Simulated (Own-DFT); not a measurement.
# Short bonds, stiff crystals?

Everything here is calculated. The program is Own-DFT (plane waves, in-house, since retired, never reviewed by a person); positions were held fixed, and spin and spin-orbit coupling were off.

Caveats (not all hold for every row): forces on such cells moved up to 12 meV/angstrom on a denser k mesh; forces not confirmed at this smearing and k mesh; k mesh not checked against a denser one; forces on such cells passed a denser k mesh, each cell not checked; stress not checked against mesh or cutoff.

All runs are PBE with PseudoDojo norm-conserving files; cutoff and k mesh are each material's own. Every cell starts from measured lattice constants and was given uniform random strains and small random moves of its atoms. Each triple is the change of volume in per cent, the rms move u in Å and the pressure in GPa.

- 3C SiC (C32Si32), 10.36 Å³/atom unstrained: (-3.14, 0.049, 12.96); (-2.91, 0.049, 13.35); (-0.30, 0.048, 5.54); (0.12, 0.048, 4.80); (1.05, 0.053, 3.67); (1.82, 0.050, 1.54); (2.40, 0.048, -0.24)
- wurtzite GaN (Ga48N48), 11.42 Å³/atom unstrained: (-3.99, 0.050, 16.89); (-3.13, 0.053, 14.58); (-1.09, 0.049, 9.80); (-0.44, 0.050, 8.46); (0.53, 0.050, 6.59); (0.70, 0.049, 6.16); (2.15, 0.052, 3.82)
- diamond silicon (Si64), 20.02 Å³/atom unstrained: (-2.43, 0.055, 5.35); (-1.73, 0.048, 4.34); (-1.70, 0.053, 4.51); (-1.07, 0.050, 3.51); (-0.21, 0.049, 2.86); (-0.19, 0.049, 2.77); (1.33, 0.054, 1.54)
- zincblende GaP (Ga32P32), 20.24 Å³/atom unstrained: (-2.84, 0.049, 6.00); (-2.00, 0.050, 5.28); (-0.82, 0.050, 4.15); (0.60, 0.049, 2.91); (1.06, 0.047, 2.39); (1.24, 0.048, 2.20); (3.00, 0.051, 1.12)
- zincblende GaAs (As32Ga32), 22.58 Å³/atom unstrained: withheld
- zincblende InP (In48P48), 25.27 Å³/atom unstrained: (-1.15, 0.051, 4.73); (-0.60, 0.054, 4.29); (-0.17, 0.049, 3.76); (-0.06, 0.047, 3.83); (-0.04, 0.049, 3.71); (0.26, 0.050, 3.63); (3.06, 0.051, 1.52)
- grey tin (Sn64), 34.15 Å³/atom unstrained: (-2.59, 0.047, 5.10); (-1.82, 0.047, 4.61); (-1.23, 0.051, 4.48); (-1.17, 0.051, 4.41); (-0.88, 0.051, 4.42); (-0.45, 0.048, 3.93); (1.57, 0.047, 3.00)

## Worked fit

Fit a line to each set against the fractional change of volume; B is minus its slope, and u is nearly the same within a set. To take it to zero pressure, assume that B rises by 4 GPa for each GPa: B0 = B - 4 x (mean pressure). The bond length of an ideal tetrahedral crystal with the unstrained volume v is d = (√3/4)(8 v)^(1/3). Cohen's empirical rule reads B0 = (1971 - 220 L) d^(-3.5) GPa, with L = 0 for group IV crystals and SiC and 1 for III-V compounds.

```
                  material  L  d (Å)   B (GPa)  mean P (GPa)  B0 (GPa)  rule (GPa)
          3C SiC (C32Si32)  0  1.888  242 ± 12           5.9  218 ± 12         213
    wurtzite GaN (Ga48N48)  1  1.950   215 ± 8           9.5   178 ± 8         169
    diamond silicon (Si64)  0  2.352   100 ± 6           3.6    86 ± 6          99
  zincblende GaP (Ga32P32)  1  2.360    87 ± 3           3.4    73 ± 3          87
zincblende GaAs (As32Ga32)  1  2.448         ?             ?         ?          76
  zincblende InP (In48P48)  1  2.541    75 ± 3           3.6    60 ± 3          67
           grey tin (Sn64)  0  2.810    50 ± 3           4.3    33 ± 3          53
```

A line through ln[B0/(1971 - 220 L)] against ln d has a slope of -4.6 ± 0.3 and a scatter of 10 %. Against the rule, B0 stands at 102 % for 3C SiC, 105 % for wurtzite GaN, 87 % for diamond silicon, 84 % for zincblende GaP, 90 % for zincblende InP, 62 % for grey tin. PBE tends to make silicon and heavier crystals too soft, and the rule itself is only a guide.

## The run left out

The question: what B0 does the fitted trend give for zincblende GaAs (As32Ga32)?

Estimate: 62 GPa. Its own runs give B = 76 ± 3 GPa at a mean pressure of 3.9 GPa, so B0 = 61 GPa.
